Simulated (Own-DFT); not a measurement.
# Computed records: AlGa₃N₄ (wurtzite random alloy, strained, atoms displaced)

All values are calculated (Own-DFT development build). A calculation, not a measurement: plane-wave PBE density functional theory by an unreviewed code, no spin, of a simulated periodic cell, stress positive in tension, free energy of the whole cell less one offset for each atom, forces on such cells passed a denser k mesh, this cell's mesh not checked; offsets are fitted by least squares, one for each functional and potential file, so energies compare only between cells with the same atoms and settings and are not formation energies; the far tail of each file's local potential was reset to the Coulomb form; each entry is a single point on an unrelaxed cell, so the pressure reflects the starting lattice, mostly measured values, from which strain is counted, and rises with the displacements; printed positions are rounded, which can move forces by about a meV/angstrom; the program is a retired in-house code; no spin-orbit coupling.

Common to all runs: functional PBE; potential files PseudoDojo norm-conserving, scalar-relativistic, standard set with the stringent files for Ga; wave cutoff 96 hartree; occupations Gaussian; smearing width 0.01 eV; k mesh 4 x 4 x 3 centred on Gamma.

```yaml
- entry: 1
  formula: AlGa3N4
  kind: "wurtzite random alloy, strained, atoms displaced"
  structure:
    cell_angstrom: [[9.224, 0.0, 0.0], [-4.612, 7.9882, 0.0], [0.0, 0.0, 10.2685]]
    atoms_fractional:
      - [Ga, 0.12323, 0.22545, 0.00065]
      - [Ga, 0.23148, 0.11745, 0.25896]
      - ["N", 0.11244, 0.22504, 0.19003]
      - ["N", 0.22216, 0.11511, 0.43983]
      - [Ga, 0.11469, 0.22528, 0.49987]
      - [Al, 0.22523, 0.11472, 0.74711]
      - ["N", 0.12388, 0.2312, 0.68659]
      - ["N", 0.22292, 0.10775, 0.93546]
      - [Ga, 0.10368, 0.54748, 0.99763]
      - [Ga, 0.22017, 0.44439, 0.24709]
      - ["N", 0.11228, 0.54985, 0.19347]
      - ["N", 0.22881, 0.44151, 0.44757]
      - [Al, 0.09865, 0.54719, 0.50455]
      - [Ga, 0.22913, 0.4471, 0.75221]
      - ["N", 0.11618, 0.56616, 0.69271]
      - ["N", 0.2159, 0.43987, 0.94091]
      - [Al, 0.10606, 0.88732, 0.00471]
      - [Ga, 0.21703, 0.77633, 0.23749]
      - ["N", 0.10952, 0.87857, 0.18799]
      - ["N", 0.22427, 0.78044, 0.43951]
      - [Ga, 0.11091, 0.89339, 0.50598]
      - [Al, 0.22087, 0.77869, 0.75852]
      - ["N", 0.11179, 0.88231, 0.69111]
      - ["N", 0.22165, 0.77138, 0.94108]
      - [Ga, 0.45344, 0.22257, 0.00061]
      - [Ga, 0.55953, 0.1124, 0.24786]
      - ["N", 0.43448, 0.22348, 0.19528]
      - ["N", 0.54834, 0.11921, 0.44179]
      - [Ga, 0.44211, 0.22921, 0.49767]
      - [Ga, 0.56157, 0.11343, 0.74847]
      - ["N", 0.44608, 0.22347, 0.68814]
      - ["N", 0.55149, 0.11064, 0.93504]
      - [Ga, 0.45571, 0.55827, 0.00264]
      - [Ga, 0.54619, 0.43831, 0.25555]
      - ["N", 0.45148, 0.56889, 0.18434]
      - ["N", 0.54009, 0.42817, 0.44057]
      - [Ga, 0.45475, 0.55236, 0.49209]
      - [Ga, 0.54388, 0.43768, 0.7523]
      - ["N", 0.44723, 0.55456, 0.69876]
      - ["N", 0.55171, 0.44498, 0.95003]
      - [Ga, 0.4507, 0.90193, 0.99838]
      - [Ga, 0.56362, 0.78863, 0.24897]
      - ["N", 0.43458, 0.88811, 0.2014]
      - ["N", 0.5682, 0.78665, 0.44776]
      - [Ga, 0.43974, 0.88594, 0.50001]
      - [Ga, 0.56044, 0.78814, 0.75225]
      - ["N", 0.43596, 0.88786, 0.68416]
      - ["N", 0.55809, 0.77655, 0.94405]
      - [Ga, 0.78049, 0.23068, 0.00156]
      - [Ga, 0.8809, 0.11006, 0.24981]
      - ["N", 0.77225, 0.21515, 0.18596]
      - ["N", 0.88795, 0.10947, 0.43923]
      - [Ga, 0.78159, 0.21618, 0.49598]
      - [Al, 0.88074, 0.09892, 0.73899]
      - ["N", 0.78677, 0.22638, 0.69388]
      - ["N", 0.88907, 0.11396, 0.93338]
      - [Ga, 0.77637, 0.56267, 0.00683]
      - [Al, 0.88634, 0.44757, 0.2435]
      - ["N", 0.77573, 0.55774, 0.19137]
      - ["N", 0.89144, 0.44161, 0.43673]
      - [Ga, 0.77214, 0.55539, 0.50388]
      - [Al, 0.89886, 0.44621, 0.75417]
      - ["N", 0.78675, 0.55245, 0.69253]
      - ["N", 0.88994, 0.43969, 0.93313]
      - [Al, 0.7788, 0.88155, 0.99601]
      - [Al, 0.89712, 0.77717, 0.24656]
      - ["N", 0.77945, 0.89204, 0.19182]
      - ["N", 0.88631, 0.77543, 0.44533]
      - [Ga, 0.76903, 0.89004, 0.49839]
      - [Ga, 0.89462, 0.77917, 0.74798]
      - ["N", 0.77974, 0.89126, 0.68891]
      - ["N", 0.88504, 0.77001, 0.93377]
  results:
    "free_energy_of_cell_above_offsets [eV]": "-3.652"
    "pressure [GPa]": 22.03
    "stress_xx [GPa]": -26.55
    "stress_yy [GPa]": -28.55
    "stress_zz [GPa]": -10.99
    "stress_yz [GPa]": 0.79
    "stress_xz [GPa]": 0.37
    "stress_xy [GPa]": 0.21
    force_element: [Ga, Ga, "N", "N", Ga, Al, "N", "N", Ga, Ga, "N", "N", Al, Ga, "N", "N", Al, Ga, "N", "N", Ga, Al, "N", "N", Ga, Ga, "N", "N", Ga, Ga, "N", "N", Ga, Ga, "N", "N", Ga, Ga, "N", "N", Ga, Ga, "N", "N", Ga, Ga, "N", "N", Ga, Ga, "N", "N", Ga, Al, "N", "N", Ga, Al, "N", "N", Ga, Al, "N", "N", Al, Al, "N", "N", Ga, Ga, "N", "N"]
    "force_x [eV/angstrom]": [-1.66, -3.055, 0.103, -0.123, -0.64, 0.097, -1.201, 0.768, 1.129, 1.704, -2.813, -2.074, 2.164, -1.619, -0.036, 1.665, 0.861, 1.1, -2.753, -1.313, 0.868, 0.596, 0.511, -1.175, -2.448, -2.078, 3.297, 2.507, 0.401, -0.45, -0.555, 1.451, -3.61, 0.04, -0.004, 2.553, -2.848, 2.657, -0.043, 2.313, 0.252, -1.049, 2.348, -4.114, -0.069, -0.663, 0.444, -0.092, 0.96, 2.225, -0.261, 1.162, -2.632, 1.431, 0.276, 0.517, 0.968, 0.95, 0.522, -1.077, 1.165, -0.461, -1.249, -2.047, -0.545, -1.94, 2.306, -0.236, 4.683, -0.873, 0.403, 0.408]
    "force_y [eV/angstrom]": [-1.284, -2.225, -1.297, -1.205, -0.597, -0.893, -2.586, -0.987, 0.736, 0.268, -0.007, 2.086, 2.045, 0.321, -1.102, 1.304, 0.088, -1.869, 2.44, -2.019, -0.94, 0.083, 2.394, 1.517, -0.071, -0.082, 0.071, -1.179, -4.095, -0.057, -1.085, 1.238, 0.175, 1.879, -1.288, 4.528, 2.082, 0.948, 2.044, -1.139, -3.027, -0.92, 1.118, -3.08, 0.739, -1.353, 0.091, 1.534, -2.235, 0.562, 2.795, 0.019, 1.175, 3.609, -0.103, -1.684, -1.84, -0.777, -0.244, 0.169, -0.984, -0.217, -0.661, 1.425, 2.253, 0.403, -0.995, 0.548, 1.25, -0.894, -1.102, 2.185]
    "force_z [eV/angstrom]": [0.225, -0.345, -0.1, 0.069, 0.836, 0.542, 0.32, -0.346, 1.193, 1.704, -1.541, -1.588, 0.05, 0.497, -0.74, -0.438, -1.17, 3.483, -1.554, -0.707, -0.472, -0.615, 0.456, -0.003, 0.997, 1.944, -2.394, -0.957, 2.937, -0.639, -0.04, -0.285, 0.205, -0.627, 1.682, -2.094, 2.523, 1.134, -2.017, -2.04, 1.502, 1.15, -2.502, -2.732, -0.18, 0.252, 1.64, -0.689, -0.751, 0.386, -0.153, -0.952, 1.473, 2.451, -1.064, -0.172, -0.806, 1.585, 0.509, -1.407, 0.386, -0.823, -0.062, 0.303, 0.536, 1.988, -1.911, -2.211, 1.79, 0.027, -0.761, 1.109]
- entry: 2
  formula: AlGa3N4
  kind: "wurtzite random alloy, strained, atoms displaced"
  structure:
    cell_angstrom: [[9.224, 0.0, 0.0], [-4.612, 7.9882, 0.0], [0.0, 0.0, 10.2685]]
    atoms_fractional:
      - [Al, 0.1149, 0.2216, 0.98745]
      - [Al, 0.21088, 0.10881, 0.25097]
      - ["N", 0.11253, 0.22386, 0.18427]
      - ["N", 0.2163, 0.11637, 0.43531]
      - [Ga, 0.1172, 0.22014, 0.49749]
      - [Ga, 0.2271, 0.1126, 0.75615]
      - ["N", 0.10988, 0.22184, 0.69298]
      - ["N", 0.21157, 0.11217, 0.93553]
      - [Ga, 0.11158, 0.55692, 0.99594]
      - [Ga, 0.23601, 0.44543, 0.25114]
      - ["N", 0.11344, 0.55836, 0.1935]
      - ["N", 0.21877, 0.43892, 0.43501]
      - [Ga, 0.11472, 0.55567, 0.5006]
      - [Ga, 0.227, 0.4407, 0.74557]
      - ["N", 0.10558, 0.55635, 0.69427]
      - ["N", 0.22738, 0.45238, 0.94429]
      - [Ga, 0.11508, 0.88961, 0.99749]
      - [Al, 0.21519, 0.78531, 0.24743]
      - ["N", 0.10566, 0.88778, 0.18716]
      - ["N", 0.22051, 0.77513, 0.43406]
      - [Ga, 0.11266, 0.89089, 0.49308]
      - [Ga, 0.21494, 0.77691, 0.74671]
      - ["N", 0.10697, 0.88181, 0.68924]
      - ["N", 0.23479, 0.77623, 0.94015]
      - [Al, 0.44808, 0.22195, 0.00425]
      - [Ga, 0.56286, 0.11621, 0.25845]
      - ["N", 0.44485, 0.22575, 0.19033]
      - ["N", 0.56201, 0.12118, 0.43778]
      - [Al, 0.44494, 0.21832, 0.49937]
      - [Ga, 0.55191, 0.10358, 0.74585]
      - ["N", 0.44546, 0.22116, 0.69324]
      - ["N", 0.55965, 0.11111, 0.93212]
      - [Ga, 0.44128, 0.55368, 0.01381]
      - [Ga, 0.54662, 0.44499, 0.24679]
      - ["N", 0.4382, 0.56439, 0.18359]
      - ["N", 0.55824, 0.44323, 0.44209]
      - [Ga, 0.44018, 0.55444, 0.50298]
      - [Ga, 0.55911, 0.4476, 0.75597]
      - ["N", 0.44365, 0.55667, 0.6828]
      - ["N", 0.55415, 0.44867, 0.93521]
      - [Al, 0.43814, 0.88173, 0.00399]
      - [Ga, 0.57327, 0.783, 0.25362]
      - ["N", 0.44912, 0.8881, 0.18069]
      - ["N", 0.54734, 0.77153, 0.43692]
      - [Ga, 0.4509, 0.89864, 0.506]
      - [Ga, 0.55559, 0.77571, 0.74792]
      - ["N", 0.45278, 0.88706, 0.67834]
      - ["N", 0.55662, 0.79083, 0.93821]
      - [Ga, 0.78931, 0.23293, 0.00233]
      - [Ga, 0.88772, 0.09582, 0.23967]
      - ["N", 0.77401, 0.21303, 0.18906]
      - ["N", 0.89509, 0.11991, 0.43637]
      - [Al, 0.77781, 0.23028, 0.5028]
      - [Ga, 0.87568, 0.1114, 0.74625]
      - ["N", 0.78507, 0.21586, 0.69437]
      - ["N", 0.89401, 0.12158, 0.93851]
      - [Al, 0.78352, 0.55652, 0.99655]
      - [Ga, 0.88776, 0.45222, 0.25658]
      - ["N", 0.7648, 0.53702, 0.18859]
      - ["N", 0.88373, 0.44335, 0.44238]
      - [Ga, 0.77186, 0.55318, 0.51093]
      - [Ga, 0.89443, 0.45219, 0.74663]
      - ["N", 0.79035, 0.56294, 0.6912]
      - ["N", 0.89388, 0.43458, 0.94059]
      - [Ga, 0.77823, 0.88143, 0.99761]
      - [Al, 0.89646, 0.78179, 0.24373]
      - ["N", 0.77299, 0.87807, 0.19775]
      - ["N", 0.88445, 0.77954, 0.43361]
      - [Ga, 0.77717, 0.8916, 0.50462]
      - [Ga, 0.89084, 0.77859, 0.75836]
      - ["N", 0.78037, 0.88349, 0.68051]
      - ["N", 0.89629, 0.78065, 0.94358]
  results:
    "free_energy_of_cell_above_offsets [eV]": "-3.006"
    "pressure [GPa]": 21.84
    "stress_xx [GPa]": -27.36
    "stress_yy [GPa]": -23.74
    "stress_zz [GPa]": -14.43
    "stress_yz [GPa]": 0.7
    "stress_xz [GPa]": 0.47
    "stress_xy [GPa]": 0.64
    force_element: [Al, Al, "N", "N", Ga, Ga, "N", "N", Ga, Ga, "N", "N", Ga, Ga, "N", "N", Ga, Al, "N", "N", Ga, Ga, "N", "N", Al, Ga, "N", "N", Al, Ga, "N", "N", Ga, Ga, "N", "N", Ga, Ga, "N", "N", Al, Ga, "N", "N", Ga, Ga, "N", "N", Ga, Ga, "N", "N", Al, Ga, "N", "N", Al, Ga, "N", "N", Ga, Ga, "N", "N", Ga, Al, "N", "N", Ga, Ga, "N", "N"]
    "force_x [eV/angstrom]": [-2.244, 1.343, 0.836, 4.383, -3.144, -0.982, 0.274, 3.449, 0.49, -3.992, -0.373, 0.353, -0.714, -1.37, 2.94, 0.601, 1.429, 3.237, 0.5, 0.33, -0.808, 2.5, -0.439, -2.586, 0.094, -0.792, -1.343, -0.221, -1.25, 0.653, 0.168, -1.487, 0.309, 0.339, 2.861, -1.393, 0.586, -0.125, 0.994, 1.378, 1.657, -5.44, -1.474, 0.426, -0.246, 0.485, -1.764, 1.066, -1.442, -0.791, 0.926, -1.618, 1.862, 6.105, -6.201, 1.375, -0.18, 2.002, -0.339, 0.401, 0.633, -0.281, -2.145, -2.625, -1.667, -1.444, 4.152, 0.837, -0.082, -0.412, -0.383, -0.178]
    "force_y [eV/angstrom]": [1.83, 0.835, -0.641, -1.274, 0.934, -0.679, -1.007, -0.236, -0.227, -0.84, 0.724, 0.814, -0.332, 0.828, 0.078, -2.034, 0.497, -1.304, 1.273, 1.21, -0.743, 0.336, 2.031, 0.734, -0.24, -1.178, -1.909, -0.275, 0.981, 0.81, 0.523, -0.339, 1.248, 0.325, 0.555, -1.138, -0.395, -0.08, -0.297, -0.414, 2.807, -1.548, 0.065, 1.269, -1.207, 0.143, -0.428, -1.734, -3.858, 3.27, 1.459, -0.632, -1.06, -3.031, 3.976, -1.982, -1.447, -1.896, 3.677, 0.337, 1.391, -2.94, -0.749, 4.483, 2.114, -2.73, 0.387, -0.549, 0.355, 0.829, 0.259, -2.01]
    "force_z [eV/angstrom]": [2.084, -0.556, -1.332, -1.309, 2.088, -1.337, -1.066, 1.148, 2.214, 0.429, -0.457, 0.492, 0.028, 1.772, -1.769, -1.589, 0.544, 0.229, -0.174, -0.551, 1.049, 1.024, -0.931, -1.414, -0.749, -2.048, -0.815, 1.679, 0.436, 1.446, -2.372, 1.428, -4.059, 1.525, 2.438, -0.502, -1.057, -1.247, 1.081, 2.041, -0.058, 1.26, 1.787, 0.244, -3.268, 1.13, 2.349, -0.423, 1.471, 1.854, -0.036, 0.118, 0.078, 2.619, -4.028, -0.248, 0.948, -0.138, -2.145, 0.588, -1.734, 1.876, 0.575, -1.908, 0.715, 1.796, -3.566, -0.818, -2.315, -0.802, 2.629, -0.389]
```
